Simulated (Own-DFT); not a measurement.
# Strain and stress in hcp Hf, 36 atoms (Hf36)

These are calculations, not measurements. The program, named Own-DFT, is a retired in-house plane-wave density functional code that no person has reviewed. Each row is one single-point run on a periodic cell that was not relaxed, without spin or spin-orbit coupling.

Settings of every run: PBE; PseudoDojo norm-conserving scalar-relativistic files; cutoff 42 hartree; 4 x 4 x 4 k mesh centred on Gamma; cold (Marzari-Vanderbilt) smearing of 0.2 eV.

Known limits: hafnium file: forces about 75 meV/angstrom off all-electron values; forces on such cells passed a denser k mesh, each cell not checked; stress not checked against mesh or cutoff.

Unstrained cell vectors in Å: (9.589, 0.000, 0.000); (-4.795, 8.304, 0.000); (0.000, 0.000, 10.102). The unstrained cell has measured lattice constants (interpolated for alloys), not those of this functional. That, the random moves and any unrelaxed bonds set the pressure at no strain. Each run strains this cell uniformly, with the atoms carried along. Every atom was also moved at random, by a Gaussian of width 0.05 Å on each axis. Strain is the symmetric tensor, in per cent. Stress is positive in tension, and the pressure is minus a third of its trace.

| run | e_xx (%) | e_yy (%) | e_zz (%) | e_yz (%) | e_xz (%) | e_xy (%) | s_xx (GPa) | s_yy (GPa) | s_zz (GPa) | s_yz (GPa) | s_xz (GPa) | s_xy (GPa) | P (GPa) | E (meV/atom) |
|---|---|---|---|---|---|---|---|---|---|---|---|---|---|---|
| 1 | -1.11 | 0.66 | 0.70 | -0.93 | 0.60 | -0.42 | -2.65 | -0.12 | -0.49 | -0.79 | 0.56 | -0.44 | 1.09 | 0.0 |
| 2 | -1.55 | -0.75 | 0.79 | -0.84 | 0.69 | -1.53 | -4.52 | -3.19 | -1.64 | -0.70 | 0.66 | -2.22 | 3.11 | 12.6 |
| 3 | 1.62 | 1.67 | -1.53 | -1.63 | 1.63 | -1.71 | 1.94 | 1.63 | -2.44 | -1.58 | 1.59 | -2.25 | -0.38 | 8.7 |
| 4 | -1.99 | 0.29 | -1.49 | -0.64 | 0.71 | 1.80 | -6.81 | -3.41 | -6.26 | -0.65 | 0.73 | 2.51 | 5.49 | 34.3 |
| 5 | 0.98 | 0.62 | -1.69 | -1.86 | -0.03 | 1.17 | -0.12 | -0.81 | -4.20 | -1.97 | 0.13 | 1.16 | 1.71 | 7.7 |
| 6 | 1.38 | 0.36 | 0.47 | 0.42 | 1.61 | -1.13 | 2.11 | 0.26 | 0.26 | 0.42 | 1.49 | -1.32 | -0.87 | 9.8 |
| 7 | 0.06 | -1.54 | -0.16 | -0.61 | -0.12 | -1.28 | -2.63 | -4.38 | -3.10 | -0.64 | -0.20 | -1.70 | 3.37 | 8.9 |
| 8 | 1.26 | -1.36 | 0.20 | -1.22 | -1.71 | -1.33 | 0.40 | -3.14 | -1.57 | -1.43 | -1.58 | -2.06 | 1.43 | 12.4 |
| 9 | -1.51 | 1.21 | -1.09 | 0.75 | 0.79 | 0.08 | -4.05 | -0.79 | -4.15 | 0.66 | 0.88 | 0.21 | 2.99 | 1.6 |
| 10 | -1.23 | 0.58 | 1.30 | -1.25 | -1.89 | 0.48 | -2.38 | 0.01 | 0.49 | -1.14 | -1.83 | 0.76 | 0.62 | 2.7 |
| 11 | 1.88 | -1.58 | 1.13 | 1.26 | 1.63 | 0.55 | 2.01 | -2.42 | 0.79 | 1.18 | 1.32 | 0.93 | -0.13 | 5.7 |
| 12 | -1.26 | -1.39 | 1.37 | 0.95 | 0.03 | 1.95 | -3.86 | -4.01 | -0.53 | 0.84 | 0.00 | 2.54 | 2.80 | 8.0 |
| 13 | 1.33 | 1.58 | 0.15 | 2.00 | 0.41 | -0.30 | 2.15 | 2.75 | 0.55 | 2.06 | 0.53 | -0.52 | -1.81 | 7.2 |
| 14 | 0.95 | 1.87 | 1.42 | 1.45 | 0.13 | -1.81 | 2.60 | 3.23 | 2.99 | 1.37 | 0.20 | -2.32 | -2.94 | 12.9 |
| 15 | 0.09 | -1.97 | 1.35 | -0.55 | -1.37 | 1.63 | -1.41 | -4.19 | -0.03 | -0.50 | -1.28 | 2.47 | 1.88 | 3.7 |
| 16 | -0.93 | 0.88 | -1.41 | -1.01 | 1.03 | -1.31 | ? | ? | ? | ? | ? | ? | ? | ? |

E is the free energy for each atom above the lowest run shown.

## Worked fit

Each stress component was fitted by least squares to a constant and the strains of the runs shown, as fractions, with shears doubled. Shear strains stay in the fit of a normal stress only where such slopes are resolved. The slopes, in GPa:

| stress | at no strain | per e_xx | per e_yy | per e_zz | scatter |
|---|---|---|---|---|---|
| s_xx | -1.4 | 201 ± 5 | 67 ± 5 | 73 ± 6 | 0.25 |
| s_yy | -1.4 | 60 ± 4 | 188 ± 5 | 69 ± 5 | 0.21 |
| s_zz | -1.7 | 67 ± 3 | 67 ± 4 | 209 ± 4 | 0.16 |

Each shear stress against twice its own strain: yz 48 ± 1, xz 45 ± 1, xy 68 ± 3 GPa. These are stiffnesses along x, y and z of the frame in which the cell vectors are given, which need not be the crystal's axes. The atoms are held to the strained lattice; where symmetry lets them move under strain, relaxing them would lower some slopes. The table should be nearly symmetric about its diagonal, and what it lacks of that shows the noise. A ninth of its sum, 111 ± 2 GPa, estimates the bulk modulus near the mean pressure of these runs, 1.2 GPa.

## Withheld run

Question: what normal stresses and pressure should run 16 give?

The fit gives s_xx = -3.7, s_yy = -1.3, s_zz = -4.7 and P = 3.3 GPa. The calculation gave -3.43, -1.50, -4.80 and P = 3.25 GPa.
